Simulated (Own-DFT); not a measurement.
# One host, several defects: C11b WSi2

The numbers are computed, not measured, by runs of the plane-wave DFT program Own-DFT (in-house, retired, unreviewed) at fixed positions, with no spin and no spin-orbit coupling.

Method: PBE; PseudoDojo norm-conserving scalar-relativistic files; cutoff 50 hartree; 5 x 5 x 5 k mesh centred on Gamma; cold (Marzari-Vanderbilt) smearing of 0.2 eV.

Limits: forces on such cells failed a check on a denser k mesh; stress not checked against mesh or cutoff.

All runs share one cell, with vectors in Å (-2.148, -5.953, 3.409); (-6.444, 2.976, 1.136); (-2.553, -2.948, -6.757) and a volume of 403.2 Å³. The atoms are randomly displaced, by u rms on each axis. The defect's site can differ from row to row.

| cell | formula | u (Å) | P (GPa) |
|---|---|---|---|
| no defect | Si20W10 | 0.0199 | 4.44 |
| no defect | Si20W10 | 0.0199 | 4.24 |
| no defect | Si20W10 | 0.0593 | 6.13 |
| one Si vacancy | Si19W10 | 0.0284 | 2.88 |
| one Si vacancy | Si19W10 | 0.0528 | 4.34 |
| one Si vacancy | Si19W10 | 0.0552 | 4.74 |
| one Si on a W site | Si21W9 | 0.0281 | 6.25 |
| one Si on a W site | Si21W9 | 0.0298 | 6.24 |
| one Si on a W site | Si21W9 | 0.0465 | 6.76 |
| one W on a Si site | Si19W11 | 0.0270 | ? |
| one W on a Si site | Si19W11 | 0.0271 | 9.84 |
| one W on a Si site | Si19W11 | 0.0521 | 10.92 |
| one W on a Si site | Si19W11 | 0.0572 | 10.98 |

## Analysis

P = P0 + c u² + a shift for each defect gives P0 = 4.10 GPa, c = 580 ± 54 GPa/Å² and a scatter of 0.20 GPa. The shifts, and each times the cell's volume:

- one W on a Si site: 5.18 ± 0.17 GPa, 13.0 eV
- one Si on a W site: 1.57 ± 0.17 GPa, 4.0 eV
- one Si vacancy: -1.40 ± 0.17 GPa, -3.5 eV

Positive is outwards. The product with the volume (160.2 GPa Å³ to the eV) is nearly free of the cell's size; divided by the bulk modulus at the cell's pressure it gives the volume that the defect adds. The atoms around the defects weren't relaxed, which would change these numbers.

## The run left out

Asked: what pressure belongs in the blank (one W on a Si site, u = 0.0270 Å)?

From the fit: 9.71 ± 0.25 GPa. The calculation gave 10.09 GPa.
